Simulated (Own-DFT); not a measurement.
Simulation results for Al3GaN4 (wurtzite random alloy, strained, atoms displaced)

All values are calculated (Own-DFT development build). A calculation, not a measurement: plane-wave PBE density functional theory by an unreviewed code, no spin, of a simulated periodic cell, stress positive in tension, free energy of the whole cell less one offset for each atom, forces on such cells passed a denser k mesh, this cell's mesh not checked; offsets are fitted by least squares, one for each functional and potential file, so energies compare only between cells with the same atoms and settings and are not formation energies; the far tail of each file's local potential was reset to the Coulomb form; each entry is a single point on an unrelaxed cell, so the pressure reflects the starting lattice, mostly measured values, from which strain is counted, and rises with the displacements; printed positions are rounded, which can move forces by about a meV/angstrom; the program is a retired in-house code; no spin-orbit coupling.

Settings shared by all entries: functional PBE; potential files PseudoDojo norm-conserving, scalar-relativistic, standard set with the stringent files for Ga; wave cutoff 96 hartree; occupations Gaussian; smearing width 0.01 eV; k mesh 4 x 4 x 3 centred on Gamma.

(1) Al3GaN4 (wurtzite random alloy, strained, atoms displaced)

```
cell vectors (Å)
   9.3233     0.0000     0.0000
  -4.6616     8.0742     0.0000
   0.0000     0.0000    10.0655
atoms (fractions of the cell vectors)
Ga  0.11009  0.21619  0.99497
Al  0.23092  0.11669  0.26156
N   0.11797  0.21624  0.18920
N   0.23221  0.11471  0.43499
Al  0.09830  0.20714  0.49544
Al  0.21759  0.11387  0.74634
N   0.11259  0.22670  0.68629
N   0.22455  0.10921  0.94273
Al  0.10253  0.55468  0.98710
Ga  0.21811  0.44407  0.25128
N   0.11642  0.56268  0.19401
N   0.22634  0.45005  0.44218
Al  0.11373  0.55888  0.50197
Al  0.22211  0.44089  0.75459
N   0.10525  0.54014  0.67958
N   0.21404  0.43433  0.94723
Ga  0.10734  0.88124  0.99724
Al  0.22763  0.77554  0.25360
N   0.10582  0.88900  0.18656
N   0.23122  0.77417  0.43749
Al  0.10815  0.89044  0.49979
Al  0.21697  0.77542  0.74945
N   0.12054  0.89940  0.70132
N   0.21224  0.78464  0.94278
Al  0.44719  0.23616  0.99228
Ga  0.57381  0.11919  0.24994
N   0.44164  0.22010  0.19457
N   0.54868  0.10426  0.44772
Al  0.44076  0.21689  0.49593
Al  0.54459  0.11332  0.74763
N   0.44603  0.22099  0.69401
N   0.55938  0.11211  0.94668
Al  0.44855  0.55883  0.99932
Al  0.55257  0.45221  0.24153
N   0.44819  0.54985  0.19101
N   0.55052  0.43260  0.44722
Ga  0.43953  0.55295  0.49879
Al  0.56060  0.43390  0.75259
N   0.44238  0.54324  0.68772
N   0.56310  0.44127  0.93207
Al  0.45187  0.88877  0.00560
Al  0.54005  0.77365  0.25300
N   0.44324  0.89205  0.18671
N   0.54882  0.77382  0.43033
Al  0.45978  0.89427  0.49218
Al  0.54326  0.77758  0.74225
N   0.45005  0.88822  0.69272
N   0.55754  0.78113  0.94044
Ga  0.77416  0.22233  0.99474
Al  0.88631  0.11189  0.24668
N   0.78591  0.21494  0.19074
N   0.89670  0.12280  0.45599
Al  0.77460  0.22251  0.49843
Al  0.88967  0.11430  0.75098
N   0.77140  0.21969  0.69068
N   0.87787  0.10517  0.94286
Al  0.78184  0.55483  0.99473
Ga  0.88872  0.44843  0.26020
N   0.77384  0.54974  0.19917
N   0.89301  0.45363  0.45070
Al  0.78195  0.56179  0.50570
Ga  0.89135  0.45149  0.76048
N   0.78006  0.55591  0.69241
N   0.89328  0.44663  0.94136
Al  0.78085  0.89413  0.00018
Al  0.89461  0.77567  0.24851
N   0.77342  0.89635  0.18006
N   0.89127  0.78431  0.43737
Ga  0.79578  0.90096  0.50312
Al  0.88854  0.77066  0.74330
N   0.77448  0.88773  0.69814
N   0.89783  0.78273  0.93078
```

It finds free energy of cell above offsets -19.573 eV; pressure 10.61 GPa; stress xx -13.55 GPa; stress yy -10.99 GPa; stress zz -7.3 GPa; stress yz 0.52 GPa; stress xz -1.03 GPa; stress xy 1.08 GPa.

Force:
```tsv
element	x (eV/Å)	y (eV/Å)	z (eV/Å)
Ga	-0.502	-1.211	1.516
Al	-0.441	-1.264	-3.838
N	-1.561	-0.092	1.242
N	-2.212	-1.529	2.839
Al	3.923	4.328	1.294
Al	0.774	1.024	1.477
N	-0.15	-1.159	0.238
N	0.554	0.864	-1.915
Al	2.688	1.379	2.86
Ga	0.643	-0.801	-0.125
N	-0.876	-0.477	-1.906
N	-1.978	-2.364	-0.25
Al	0.726	-0.442	-1.163
Al	0.331	0.192	-0.758
N	0.46	2.247	2.94
N	0.282	3.134	-1.652
Ga	-1.918	3.061	1.949
Al	-1.532	1.261	-0.852
N	1.443	0.133	2.113
N	-1.356	1.228	1.151
Al	2.249	0.035	0.11
Al	1.319	0.033	-0.021
N	-0.935	-2.03	-2.873
N	5.747	-3.2	-2.305
Al	0.644	-3.55	2.171
Ga	-2.943	-0.833	0.169
N	0.86	1.45	-1.187
N	1.265	1.871	-0.934
Al	0.822	0.852	1.393
Al	3.055	-1.435	1.235
N	-1.908	-0.146	-1.323
N	-2.763	-0.607	-1.531
Al	-0.292	-0.228	-0.176
Al	2.552	-2.93	2.767
N	-2.382	2.331	-1.734
N	1.06	1.931	-1.348
Ga	1.552	-0.177	0.455
Al	-1.501	1.547	-1.844
N	-0.2	1.167	2.042
N	-0.735	2.018	1.351
Al	-1.577	0.433	-1.198
Al	2.08	0.355	-2.137
N	0.217	-0.781	0.899
N	1.539	1.073	1.401
Al	-1.754	-1.932	1.851
Al	3.386	-1.752	1.731
N	-3.162	0.855	-1.433
N	-0.049	-1.126	-0.586
Ga	0.971	0.076	1.107
Al	3.187	-0.999	0.581
N	-0.869	2.796	-0.184
N	-3.018	-1.214	-3.541
Al	-0.369	1.036	1.751
Al	-0.656	-0.317	0.03
N	-0.067	0	0.131
N	1.447	0.816	-1.764
Al	-0.549	1.239	1.17
Ga	1.26	-0.492	-0.472
N	-0.695	1.297	-2.265
N	-0.173	-1.044	-0.258
Al	-1.194	-1.143	-0.781
Ga	0.64	-1.825	-2.901
N	-0.699	0.208	-0.657
N	-1.475	-0.028	1.117
Al	0.266	-1.488	-0.958
Al	-1.7	0.638	-0.62
N	0.603	-1.524	2.502
N	1.333	-1.14	0.163
Ga	-2.674	-1.448	0.707
Al	-0.805	1.995	1.335
N	0.535	-0.21	-0.716
N	-2.744	-1.965	0.415
```

(2) Al3GaN4 (wurtzite random alloy, strained, atoms displaced)

```
cell vectors (Å)
   9.3233     0.0000     0.0000
  -4.6616     8.0742     0.0000
   0.0000     0.0000    10.0655
atoms (fractions of the cell vectors)
Al  0.10890  0.21133  0.00267
Ga  0.21901  0.12000  0.24535
N   0.11035  0.22604  0.18702
N   0.21833  0.10721  0.44072
Al  0.11642  0.22873  0.50543
Al  0.21894  0.11503  0.75317
N   0.11567  0.22851  0.69457
N   0.21469  0.11423  0.93580
Ga  0.10445  0.56169  0.00200
Al  0.21850  0.45053  0.25790
N   0.11660  0.56118  0.19721
N   0.22176  0.45141  0.43966
Al  0.12314  0.56045  0.49913
Al  0.21768  0.43749  0.74706
N   0.11636  0.55952  0.69447
N   0.21989  0.43825  0.94717
Al  0.11306  0.89187  0.00170
Ga  0.23016  0.78660  0.25778
N   0.12285  0.88894  0.18717
N   0.22422  0.78101  0.43827
Al  0.11189  0.88004  0.50523
Ga  0.21687  0.77509  0.74578
N   0.10726  0.87518  0.69069
N   0.21396  0.77545  0.93388
Ga  0.43876  0.21652  0.00013
Al  0.55304  0.10649  0.24694
N   0.43550  0.22251  0.19292
N   0.55275  0.11091  0.43455
Al  0.44767  0.23009  0.49004
Al  0.55511  0.11509  0.76211
N   0.45225  0.21909  0.69262
N   0.55592  0.10568  0.93643
Ga  0.46045  0.56293  0.00014
Al  0.55015  0.43546  0.24474
N   0.44236  0.55762  0.17938
N   0.54853  0.44475  0.43389
Al  0.44827  0.55671  0.50920
Ga  0.54358  0.44500  0.74709
N   0.44134  0.56225  0.69631
N   0.55129  0.44560  0.93537
Al  0.43912  0.89575  0.99324
Al  0.55460  0.77386  0.24078
N   0.45263  0.89725  0.18854
N   0.56278  0.78008  0.44309
Al  0.44972  0.89506  0.50701
Al  0.55790  0.78989  0.74604
N   0.44325  0.88149  0.68854
N   0.56343  0.78420  0.93641
Al  0.78128  0.22359  0.99714
Al  0.88268  0.12058  0.24554
N   0.78762  0.22514  0.18818
N   0.88936  0.12108  0.44574
Al  0.77222  0.22410  0.50893
Al  0.88930  0.11002  0.74620
N   0.77817  0.22237  0.69114
N   0.88556  0.11481  0.94282
Al  0.77764  0.54732  0.99535
Ga  0.90157  0.44477  0.24225
N   0.76903  0.54817  0.19214
N   0.88753  0.44574  0.44364
Al  0.78069  0.56086  0.50926
Ga  0.88172  0.43452  0.74232
N   0.77146  0.55435  0.68971
N   0.88012  0.43977  0.94698
Al  0.76913  0.88363  0.00468
Al  0.89585  0.79136  0.24301
N   0.77585  0.88343  0.18573
N   0.87808  0.76923  0.43967
Al  0.77896  0.88808  0.50801
Al  0.89181  0.78255  0.74779
N   0.76424  0.88762  0.68560
N   0.88133  0.77266  0.92682
```

It finds free energy of cell above offsets -21.155 eV; pressure 10.01 GPa; stress xx -10.67 GPa; stress yy -10.33 GPa; stress zz -9.03 GPa; stress yz 0.41 GPa; stress xz 0.13 GPa; stress xy 2.46 GPa.

Force:
```tsv
element	x (eV/Å)	y (eV/Å)	z (eV/Å)
Al	-2.321	2.715	-0.153
Ga	-0.077	-1.61	1.765
N	-1.73	0.458	0.572
N	-0.123	0.269	1.042
Al	-0.59	-0.808	-1.208
Al	1.642	-0.842	-1.244
N	-0.289	-1.98	-1.198
N	1.41	-1.951	0.208
Ga	2.208	-1.509	0.006
Al	1.852	-0.505	-2.015
N	1.104	0.889	-0.975
N	1.913	-0.905	0.817
Al	-2.693	-0.085	0.787
Al	-0.255	2.561	2.778
N	0.092	-2.384	-1.782
N	-0.385	0.05	-1.485
Al	-0.885	-0.867	-1.162
Ga	0.792	-0.553	-1.145
N	-2.788	0.559	-0.809
N	0.905	-0.093	2.593
Al	-1.584	0.91	-1.137
Ga	1.876	-0.041	1.098
N	-2.489	3.265	-0.926
N	0.538	2.096	1.404
Ga	-0.039	1.227	-0.152
Al	0.242	1.891	0.66
N	2.636	-0.613	-0.857
N	0.205	0.315	0.623
Al	0.011	-1.473	1.123
Al	0.792	-0.932	-3.129
N	-2.203	-0.485	-1.114
N	-0.05	1.222	1.761
Ga	-3.029	-0.336	-1.274
Al	-0.514	2.417	0.726
N	0.037	-0.682	3.659
N	0.535	0.402	0.845
Al	-0.437	0.777	-1.416
Ga	1.426	-0.25	0.418
N	-0.851	0.097	-1.284
N	2.584	-1.281	0.491
Al	1.245	-2.515	0.933
Al	0.034	0.181	1.722
N	0.327	-1.034	-1.373
N	-1.285	-0.286	-0.674
Al	0.333	-0.47	-1.659
Al	0.224	-2.255	1.703
N	-1.101	2.553	0.391
N	-2.024	0.759	-0.45
Al	-0.36	-0.376	0.81
Al	3.288	-2.276	1.974
N	-3.462	-0.618	-1.592
N	0.662	-0.825	-0.382
Al	0.321	0.252	-2.077
Al	-0.422	-0.034	1.004
N	-0.347	-2.677	0.353
N	1.301	-1.375	-1.013
Al	-2.265	1.457	0.884
Ga	-3.211	0.389	2.294
N	0.731	1.417	-1.433
N	0.579	0.254	0.732
Al	-0.207	-1.355	-2.366
Ga	0.177	2.866	1.407
N	0.238	0.94	0.307
N	0.659	-0.502	-1.429
Al	1.399	1.041	-1.712
Al	0.626	-2.557	1.416
N	-0.389	1.669	0.609
N	1.25	2.009	-0.135
Al	-0.135	0.751	-2.64
Al	-1.162	-1.204	-0.542
N	2.951	1.191	1.193
N	0.563	0.696	2.835
```
